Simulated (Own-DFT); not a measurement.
## Calculated data, InAs (zincblende, strongly disordered by large displacements), GaP (zincblende, strongly disordered by large displacements)

A calculation, not a measurement: plane-wave PBE density functional theory by an unreviewed code, no spin, of a simulated periodic cell, stress positive in tension, free energy of the whole cell less one offset for each atom, forces on such cells passed a denser k mesh, this cell's mesh not checked; broken bonds can close the gap or carry spin, so checks made on this kind of crystal may not hold here; offsets are fitted by least squares, one for each functional and potential file, so energies compare only between cells with the same atoms and settings and are not formation energies; the far tail of each file's local potential was reset to the Coulomb form; each entry is a single point on an unrelaxed cell, so the pressure reflects the starting lattice, mostly measured values (interpolated for alloys), from which strain is counted, and rises with the displacements; printed positions are rounded, which can move forces by about a meV/angstrom; the program, named Own-DFT, is a retired in-house code; no spin-orbit coupling. Program: Own-DFT development build.

Settings shared by all entries: functional PBE; potential files PseudoDojo norm-conserving, scalar-relativistic, standard set; wave cutoff 42 hartree; occupations Fermi-Dirac; smearing width 0.1 eV; k mesh 3 x 3 x 3 centred on Gamma.

(1) InAs (zincblende, strongly disordered by large displacements)

```
cell vectors (Å)
  12.1166     0.0000     0.0000
   0.0000    12.1166     0.0000
   0.0000     0.0000    12.1166
atoms (fractions of the cell vectors)
In  0.01642  0.02027  0.00457
In  0.02776  0.26663  0.25797
In  0.21686  0.98066  0.29077
In  0.23673  0.24283  0.02903
As  0.12588  0.10553  0.10002
As  0.12875  0.38255  0.39240
As  0.37997  0.12278  0.35204
As  0.37793  0.38564  0.13734
In  0.99587  0.99700  0.49653
In  0.96966  0.26637  0.74906
In  0.23224  0.00079  0.75670
In  0.26782  0.23328  0.52194
As  0.13065  0.13191  0.65622
As  0.12052  0.36161  0.89514
As  0.38696  0.13079  0.86055
As  0.38572  0.35545  0.60283
In  0.02157  0.48628  0.03310
In  0.96295  0.76334  0.25959
In  0.26094  0.49028  0.22926
In  0.21474  0.77830  0.04047
As  0.13954  0.64216  0.10157
As  0.11400  0.87534  0.36766
As  0.36210  0.60001  0.37428
As  0.37043  0.89361  0.09570
In  0.02363  0.49794  0.52413
In  0.97575  0.74722  0.73070
In  0.26606  0.50150  0.76657
In  0.26898  0.74249  0.50588
As  0.12592  0.60181  0.64306
As  0.14162  0.87817  0.86974
As  0.36412  0.60947  0.87610
As  0.38906  0.90365  0.64235
In  0.48089  0.97456  0.99441
In  0.50761  0.24128  0.25305
In  0.75267  0.00187  0.24607
In  0.73802  0.25586  0.01620
As  0.61322  0.14265  0.12480
As  0.62015  0.37057  0.33635
As  0.88155  0.12328  0.38488
As  0.87643  0.39210  0.13145
In  0.49943  0.02317  0.47031
In  0.51446  0.23506  0.77752
In  0.74308  0.99388  0.74268
In  0.71629  0.25139  0.49440
As  0.65440  0.14255  0.64413
As  0.64842  0.36739  0.87146
As  0.89952  0.16085  0.86166
As  0.88325  0.35719  0.63659
In  0.49954  0.49861  0.99635
In  0.50982  0.76704  0.24167
In  0.72305  0.52483  0.28289
In  0.77438  0.75630  0.98374
As  0.64497  0.63967  0.11498
As  0.60674  0.89768  0.35374
As  0.87572  0.62758  0.36360
As  0.87999  0.84940  0.11573
In  0.48870  0.49273  0.47676
In  0.50928  0.75832  0.74986
In  0.74202  0.48464  0.74936
In  0.74060  0.72109  0.51122
As  0.61896  0.60707  0.61425
As  0.60869  0.87930  0.87911
As  0.92079  0.65055  0.89499
As  0.85087  0.89796  0.65157
```

| Item | Value |
| --- | --- |
| hardware | one NVIDIA H200 |
| free energy of cell above offsets | 10.854 eV |
| pressure | 11.44 GPa |
| stress xx | -11.06 GPa |
| stress yy | -12.33 GPa |
| stress zz | -10.94 GPa |
| stress yz | 2.87 GPa |
| stress xz | 1.3 GPa |
| stress xy | -4.08 GPa |
| wall time | 1168 s |

Force:
```
element  x (eV/Å)  y (eV/Å)  z (eV/Å)
     In    -7.901    -6.205    -7.358
     In    -1.778    -1.168    -1.054
     In      8.48     8.736    -7.459
     In     3.059     2.265    -2.046
     As     5.724     3.654      9.86
     As     2.053    -0.491    -0.654
     As    -3.634     0.388     0.143
     As       3.4    -4.305    -3.089
     In     0.314     0.309     2.244
     In      10.6     0.394     0.816
     In     3.248     0.735    -0.272
     In    -2.606    -2.086    -2.242
     As    -2.021     1.318    -2.698
     As       0.7     0.552    -1.407
     As    -3.791    -2.655     3.241
     As      2.53     2.635     3.401
     In     0.062     0.769    -1.655
     In     3.444     -0.31     0.594
     In    -4.656     3.317     2.792
     In     5.099     8.068    -5.245
     As    -5.085      -9.3     6.237
     As    -6.935    -8.883     6.478
     As    -0.296     3.113    -1.436
     As    -5.767    -4.653     8.233
     In    -3.377    -1.702    -2.026
     In     1.505     0.673    -0.528
     In    -2.524    -4.564    -2.821
     In     -0.38     0.454     0.971
     As     1.804     3.806     1.435
     As    -2.981    -2.093     1.498
     As     3.254     4.524     2.842
     As    -0.167     -0.61    -1.787
     In     5.072     7.024    -4.844
     In    -2.936      0.39    -1.171
     In     0.841     0.495    -0.684
     In     2.789     0.313    -0.375
     As     0.918    -3.742    -1.526
     As     0.679     0.459     3.652
     As    -1.025     1.384    -1.341
     As    -1.448    -0.994     1.861
     In     0.944    -0.753     3.667
     In     2.097     2.779    -2.979
     In    -5.058     4.981     6.853
     In     2.132     1.014    -1.695
     As      -2.6    -0.532    -0.259
     As    -2.547     0.057     1.766
     As    -5.806    -8.467     8.517
     As    -6.034     7.168    -8.891
     In     1.011     0.172    -0.136
     In    -1.744    -1.783    -1.603
     In     1.211     1.017     -2.78
     In    -3.021    -0.654    -1.702
     As    -1.323     -0.59     0.176
     As      2.09    -0.905     1.681
     As     0.273    -1.806     3.679
     As    -0.204     5.528    -0.963
     In     1.591    -1.539     1.195
     In    -1.317     -1.92    -0.645
     In     2.276     2.175    -1.366
     In     1.595     2.776    -1.402
     As    -1.595    -0.945     1.624
     As     3.498    -0.498     -0.39
     As     -0.51    -2.731      0.21
     As     6.778    -6.562    -7.138
```

(2) GaP (zincblende, strongly disordered by large displacements)

```
cell vectors (Å)
  10.9010     0.0000     0.0000
   0.0000    10.9010     0.0000
   0.0000     0.0000    10.9010
atoms (fractions of the cell vectors)
Ga  0.99054  0.98502  0.98328
Ga  0.98752  0.25095  0.24678
Ga  0.28134  0.97771  0.25373
Ga  0.25049  0.24735  0.03730
P   0.12379  0.12221  0.08623
P   0.09966  0.36432  0.34073
P   0.37503  0.11218  0.37554
P   0.37888  0.36306  0.11023
Ga  0.98646  0.99601  0.49132
Ga  0.00144  0.23113  0.73944
Ga  0.24521  0.00780  0.75697
Ga  0.25036  0.23530  0.49623
P   0.11454  0.15973  0.61151
P   0.15952  0.34190  0.88732
P   0.37260  0.10285  0.88992
P   0.35806  0.39881  0.61245
Ga  0.01168  0.49985  0.99679
Ga  0.99010  0.77353  0.25512
Ga  0.22799  0.48141  0.26403
Ga  0.25245  0.75715  0.99402
P   0.12294  0.64975  0.13346
P   0.12752  0.85119  0.39200
P   0.33599  0.60546  0.37054
P   0.33480  0.85913  0.12206
Ga  0.96598  0.50818  0.50086
Ga  0.00961  0.75952  0.73955
Ga  0.22346  0.49363  0.73519
Ga  0.24867  0.74659  0.48494
P   0.12237  0.65000  0.62508
P   0.11115  0.88471  0.88507
P   0.37659  0.61435  0.87578
P   0.36599  0.84470  0.62210
Ga  0.52804  0.99988  0.99098
Ga  0.52891  0.29240  0.24322
Ga  0.73208  0.98054  0.24818
Ga  0.74847  0.25927  0.97640
P   0.64341  0.13162  0.13524
P   0.63024  0.36148  0.40415
P   0.86172  0.15125  0.35163
P   0.88633  0.37257  0.12322
Ga  0.49265  0.02073  0.48536
Ga  0.49306  0.24401  0.73161
Ga  0.75577  0.99720  0.75893
Ga  0.74700  0.24203  0.50639
P   0.63050  0.14005  0.62526
P   0.61867  0.36998  0.88750
P   0.87531  0.11782  0.84121
P   0.90347  0.34645  0.62105
Ga  0.48725  0.47725  0.00407
Ga  0.50683  0.71591  0.26608
Ga  0.75176  0.51675  0.23494
Ga  0.76889  0.76034  0.98197
P   0.62601  0.59858  0.11586
P   0.63889  0.86029  0.35151
P   0.86261  0.63176  0.38054
P   0.88937  0.86861  0.10915
Ga  0.48023  0.50344  0.52090
Ga  0.50254  0.76472  0.73429
Ga  0.74501  0.47083  0.75851
Ga  0.77209  0.76453  0.47732
P   0.61346  0.65139  0.62446
P   0.60063  0.88083  0.87056
P   0.87942  0.62895  0.88004
P   0.87232  0.88705  0.64142
```

| Property | Result |
| --- | --- |
| hardware | one NVIDIA H100 |
| free energy of cell above offsets | -4.325 eV |
| pressure | 9.87 GPa |
| stress xx | -10.31 GPa |
| stress yy | -9.49 GPa |
| stress zz | -9.8 GPa |
| stress yz | 0 GPa |
| stress xz | 0.57 GPa |
| stress xy | 0.02 GPa |
| wall time | 609.9 s |

Force:
```
element  x (eV/Å)  y (eV/Å)  z (eV/Å)
     Ga     -1.63     4.357     1.158
     Ga     0.641    -2.668    -4.185
     Ga    -3.303     2.085     1.958
     Ga     1.535    -1.104    -2.546
      P    -3.471    -2.991     4.133
      P     1.549     1.035     5.656
      P    -1.889     3.518    -3.013
      P     0.201     1.004     5.048
     Ga     0.684     1.318    -0.101
     Ga     1.076     1.662     4.731
     Ga    -0.602    -0.746    -1.251
     Ga     1.043     2.371    -1.766
      P     1.873    -5.547    -1.403
      P    -3.152     2.608    -2.649
      P     0.798     2.003    -0.684
      P    -1.889    -4.982     2.005
     Ga     0.864     0.088     0.591
     Ga     1.258    -2.139     0.463
     Ga     0.799     1.413    -3.972
     Ga    -2.411    -3.476    -3.329
      P    -0.167     -2.15    -0.416
      P    -3.275     5.045    -2.712
      P     4.121     0.478     0.892
      P     6.706     0.605     1.053
     Ga     2.621    -0.646     0.692
     Ga    -1.599     0.779     2.523
     Ga     0.221     0.717      2.08
     Ga     1.988    -2.206     2.603
      P     0.076    -3.374    -1.503
      P     3.666    -2.941    -3.908
      P    -0.452     0.744    -0.751
      P     -1.11      4.09    -0.985
     Ga    -2.872     3.288      4.25
     Ga    -0.659    -2.049    -0.282
     Ga     3.923      3.68    -3.171
     Ga     2.837    -2.282      2.43
      P    -0.983     0.163    -1.751
      P    -1.381     3.991    -1.153
      P      -1.7    -4.625     2.406
      P    -1.904     1.361    -1.772
     Ga     3.321    -3.539     3.579
     Ga    -1.718     1.005     1.982
     Ga    -4.404    -0.984    -1.154
     Ga     2.895     0.065    -0.344
      P    -0.862    -3.513     0.538
      P    -2.135     0.111     -2.74
      P     0.613     1.588     4.578
      P    -3.793     3.322    -1.027
     Ga     1.088     3.261    -1.945
     Ga    -1.397    -0.264    -1.513
     Ga     1.891    -2.693     2.066
     Ga    -2.555    -0.268      0.34
      P    -1.992     2.799    -1.326
      P    -3.761    -1.594     3.537
      P     1.538      -1.8    -3.418
      P     -2.65     1.312     1.767
     Ga     3.621     3.044    -3.031
     Ga    -1.086    -1.286     2.813
     Ga     1.168     2.103    -1.131
     Ga    -2.503     2.092     4.202
      P     2.869    -3.148    -2.061
      P     4.553    -2.754    -1.863
      P     0.764     -1.88    -2.413
      P     0.506    -1.457    -2.807
```

(3) InAs (zincblende, strongly disordered by large displacements)

```
cell vectors (Å)
  12.1166     0.0000     0.0000
   0.0000    12.1166     0.0000
   0.0000     0.0000    12.1166
atoms (fractions of the cell vectors)
In  0.94300  0.02091  0.00184
In  0.98835  0.23872  0.27062
In  0.22505  0.98532  0.22873
In  0.24806  0.26977  0.99039
As  0.11534  0.09056  0.09877
As  0.10398  0.36135  0.35816
As  0.40005  0.13302  0.38054
As  0.38037  0.38221  0.09472
In  0.01784  0.00348  0.51921
In  0.04863  0.26294  0.79736
In  0.26493  0.00337  0.77700
In  0.24966  0.22338  0.51786
As  0.14759  0.11334  0.61300
As  0.14908  0.38561  0.87760
As  0.39155  0.10773  0.88029
As  0.33417  0.37473  0.63075
In  0.01378  0.50965  0.94666
In  0.01417  0.79463  0.23396
In  0.21306  0.45923  0.25766
In  0.23252  0.73889  0.98264
As  0.04901  0.63122  0.17345
As  0.12950  0.87950  0.33407
As  0.38887  0.58319  0.31095
As  0.33450  0.84972  0.14918
In  0.99514  0.48683  0.51357
In  0.03228  0.77263  0.75172
In  0.23761  0.49781  0.77641
In  0.23724  0.78360  0.46554
As  0.13250  0.70422  0.62190
As  0.11557  0.86106  0.90140
As  0.38813  0.59777  0.84336
As  0.36374  0.86915  0.63516
In  0.48804  0.95517  0.98188
In  0.47843  0.25241  0.27404
In  0.73787  0.98651  0.31248
In  0.73041  0.24691  0.01956
As  0.58842  0.10359  0.05438
As  0.64325  0.42060  0.39997
As  0.92605  0.10836  0.38778
As  0.84794  0.33557  0.14491
In  0.43137  0.96763  0.46170
In  0.44772  0.27263  0.72923
In  0.73931  0.97883  0.74201
In  0.75244  0.22057  0.49229
As  0.57990  0.14916  0.61708
As  0.59310  0.40587  0.91983
As  0.88023  0.11745  0.86930
As  0.85422  0.37218  0.63964
In  0.46815  0.50178  0.99686
In  0.48449  0.75175  0.30287
In  0.72191  0.51117  0.23617
In  0.75416  0.77425  0.00397
As  0.60511  0.61479  0.15132
As  0.64424  0.82740  0.32835
As  0.86267  0.57769  0.37345
As  0.85888  0.88903  0.08615
In  0.49481  0.49876  0.48683
In  0.51959  0.74001  0.74466
In  0.75902  0.53639  0.75573
In  0.72519  0.73728  0.45449
As  0.60253  0.60107  0.65749
As  0.60715  0.87355  0.87829
As  0.88212  0.61658  0.85569
As  0.88614  0.86273  0.60189
```

| Quantity | Value |
| --- | --- |
| hardware | one NVIDIA H200 |
| free energy of cell above offsets | 33.415 eV |
| pressure | 15.55 GPa |
| stress xx | -15.38 GPa |
| stress yy | -17.78 GPa |
| stress zz | -13.48 GPa |
| stress yz | 2.76 GPa |
| stress xz | -1.7 GPa |
| stress xy | -2.76 GPa |
| wall time | 1211 s |

Force:
```
element  x (eV/Å)  y (eV/Å)  z (eV/Å)
     In     5.864     0.368     2.147
     In    -0.219     0.234    -5.233
     In     3.545     6.621    -2.381
     In     1.621    -4.811     2.434
     As    -0.185     3.082    -0.451
     As    -1.312    -1.903      6.63
     As    -4.524    -1.162      1.72
     As    -3.745     -4.51     6.581
     In      0.09    -3.037     0.608
     In    -6.088    -6.096     -4.89
     In    -2.468    -1.687    -1.396
     In     3.201      4.14    -4.935
     As    -2.598    -2.768     6.193
     As    -1.015     0.372      5.01
     As      0.36     3.527     0.702
     As    -2.438     4.179    -3.663
     In    -0.568      0.66     4.016
     In    -7.427     1.722    -2.938
     In     4.233     4.589    -4.794
     In     2.701    -3.255         2
     As     1.859     -7.95    -3.345
     As    -0.625     1.474     8.728
     As    -1.547    -2.113      1.26
     As     3.675    -2.322    -2.382
     In     0.281     0.251     0.728
     In     -5.71     1.216     2.743
     In     2.122      5.08     -6.57
     In     2.408    -1.659     1.008
     As     3.323    -5.572    -4.543
     As    -1.263     4.991      0.17
     As     0.276     3.413     0.547
     As     0.266    -0.654     0.065
     In     -6.28     0.152     4.782
     In     3.909     5.095    -4.977
     In     2.578      4.98    -1.387
     In    -1.049    -0.455    -2.317
     As     0.878     2.183      3.23
     As     2.516     -4.27    -0.615
     As    -4.568    -1.582     0.549
     As     1.457     2.452     1.033
     In      1.66    -3.232     1.844
     In      4.65    -2.981      4.17
     In     0.342     1.277    -1.108
     In    -0.301     0.946      0.52
     As     1.259    -1.565    -0.318
     As     7.102    -5.396    -5.247
     As    -2.883     5.274    -6.294
     As     1.054    -0.662     0.369
     In    -0.825     8.382     1.618
     In    -5.667    -0.282    -1.883
     In     4.966    -4.444     0.899
     In    -4.701    -6.466    -3.055
     As    -4.351     5.016    -4.748
     As    -0.187     3.428    -4.305
     As     0.506     1.621      0.08
     As     1.401    -0.161     8.552
     In    -3.464      1.31     2.102
     In    -2.734     3.704     1.338
     In    -3.378    -4.838    -2.758
     In     4.814    -5.035     7.243
     As     0.744     -2.41    -4.617
     As     5.094    -3.647    -4.147
     As       2.8     5.705      2.96
     As    -1.434    -0.514     0.716
```

(4) InAs (zincblende, strongly disordered by large displacements)

```
cell vectors (Å)
  12.1166     0.0000     0.0000
   0.0000    12.1166     0.0000
   0.0000     0.0000    12.1166
atoms (fractions of the cell vectors)
In  0.99758  0.01937  0.00228
In  0.93945  0.24553  0.17419
In  0.27317  0.03976  0.28601
In  0.25128  0.27325  0.00524
As  0.10729  0.14639  0.16765
As  0.13383  0.37010  0.41356
As  0.38909  0.14033  0.39051
As  0.33677  0.39084  0.12070
In  0.96199  0.96224  0.44707
In  0.98675  0.24948  0.82793
In  0.30887  0.94429  0.78491
In  0.29662  0.26159  0.49539
As  0.11302  0.15753  0.67223
As  0.12339  0.35590  0.88829
As  0.37891  0.11000  0.84700
As  0.38172  0.32110  0.64838
In  0.98047  0.49818  0.94723
In  0.04746  0.73271  0.27704
In  0.23744  0.51566  0.27032
In  0.21523  0.73188  0.98108
As  0.08644  0.61120  0.11214
As  0.15234  0.87918  0.32192
As  0.38061  0.59343  0.35935
As  0.33952  0.87450  0.13551
In  0.01991  0.46334  0.52118
In  0.04111  0.74403  0.74221
In  0.25845  0.47450  0.70847
In  0.26559  0.75460  0.47233
As  0.07270  0.60997  0.61772
As  0.14736  0.89081  0.87114
As  0.40983  0.61459  0.88996
As  0.34263  0.85218  0.62729
In  0.54582  0.97946  0.99632
In  0.51982  0.28117  0.25943
In  0.74067  0.97204  0.26783
In  0.76779  0.25909  0.04000
As  0.69217  0.13774  0.15508
As  0.66160  0.37977  0.37271
As  0.88428  0.10296  0.34360
As  0.85151  0.40332  0.12159
In  0.49204  0.00392  0.48039
In  0.51680  0.23659  0.79394
In  0.73994  0.01204  0.75293
In  0.77881  0.26952  0.50604
As  0.65982  0.13269  0.57946
As  0.65847  0.35598  0.86755
As  0.91410  0.07989  0.84865
As  0.91013  0.35641  0.69871
In  0.52379  0.51604  0.99846
In  0.47798  0.77548  0.22853
In  0.71920  0.48759  0.21839
In  0.74822  0.77658  0.04633
As  0.64087  0.62467  0.10902
As  0.59365  0.87789  0.33150
As  0.83180  0.60020  0.37232
As  0.89004  0.85276  0.13360
In  0.46644  0.51688  0.50050
In  0.46448  0.75566  0.74366
In  0.72307  0.46703  0.73353
In  0.72768  0.72586  0.46216
As  0.62767  0.58999  0.60821
As  0.65367  0.85545  0.90997
As  0.85553  0.65165  0.86672
As  0.85994  0.84043  0.66036
```

| Property | Result |
| --- | --- |
| hardware | one NVIDIA H200 |
| free energy of cell above offsets | 23.215 eV |
| pressure | 13.08 GPa |
| stress xx | -12.15 GPa |
| stress yy | -14.72 GPa |
| stress zz | -12.39 GPa |
| stress yz | -1.1 GPa |
| stress xz | -4.12 GPa |
| stress xy | -0.99 GPa |
| wall time | 1248 s |

Force:
```
element  x (eV/Å)  y (eV/Å)  z (eV/Å)
     In     2.095    -2.245     4.969
     In     1.783     -2.25     3.043
     In    -2.321    -1.619    -3.667
     In    -0.367    -5.002    -0.327
     As     2.675    -1.312    -1.642
     As     2.846    -2.805    -4.477
     As      3.41     1.387     -2.03
     As     4.319     2.581     2.838
     In     1.751    -2.722      2.91
     In    -0.061    -2.161     0.864
     In     0.016     1.501     1.207
     In     -5.14     1.332    -0.349
     As     0.732    -0.761    -0.818
     As      2.66     4.629    -0.705
     As    -0.348     1.515     3.161
     As     2.654     2.043       2.8
     In    -0.497      0.76     0.761
     In    -4.208    -3.352    -0.929
     In    -4.674     -2.32    -2.464
     In     1.325    -1.138     1.381
     As     1.059    -0.685     0.047
     As      1.27     2.358     2.514
     As     1.298     5.334    -2.055
     As    -1.373     1.667    -1.855
     In    -5.284    -1.393     0.774
     In    -1.702     3.298     3.263
     In    -1.226     1.413     1.235
     In    -1.648    -1.527    -1.505
     As      4.24     1.429    -0.406
     As     -3.65    -0.467     1.003
     As    -4.783     2.216    -3.129
     As     1.004     0.559    -4.728
     In    -3.605     3.831     2.593
     In    -0.935    -0.747    -1.314
     In     3.907     0.846    -1.757
     In    -1.929    -0.892    -7.069
     As    -4.149    -2.475     1.643
     As    -1.688     0.179     2.138
     As    -1.026     3.552    -0.435
     As     5.035     4.785    -2.197
     In     2.169     -2.14     2.384
     In     1.339    -0.054    -1.798
     In    -0.388    -0.686    -0.692
     In     2.868     0.706    -0.295
     As    -2.618    -2.459     2.136
     As    -1.388    -1.598     4.861
     As    -3.252     -2.03    -2.846
     As    -2.813     3.451    -5.523
     In     0.758    -4.487     0.885
     In    -0.969    -4.563    -1.679
     In    -1.384     1.898     3.253
     In     0.982    -2.997    -0.085
     As    -1.985     1.924     1.234
     As    -0.111     -0.35     5.274
     As     4.294    -2.738     -1.89
     As     4.286     2.739     2.992
     In      2.68    -3.562     4.208
     In       3.4    -2.333     1.439
     In     3.104     2.494    -2.038
     In    -1.909     3.396     2.719
     As    -1.229     2.346    -0.201
     As    -0.859    -0.345    -7.322
     As    -0.039     -0.24    -0.512
     As    -0.404     0.282    -1.788
```
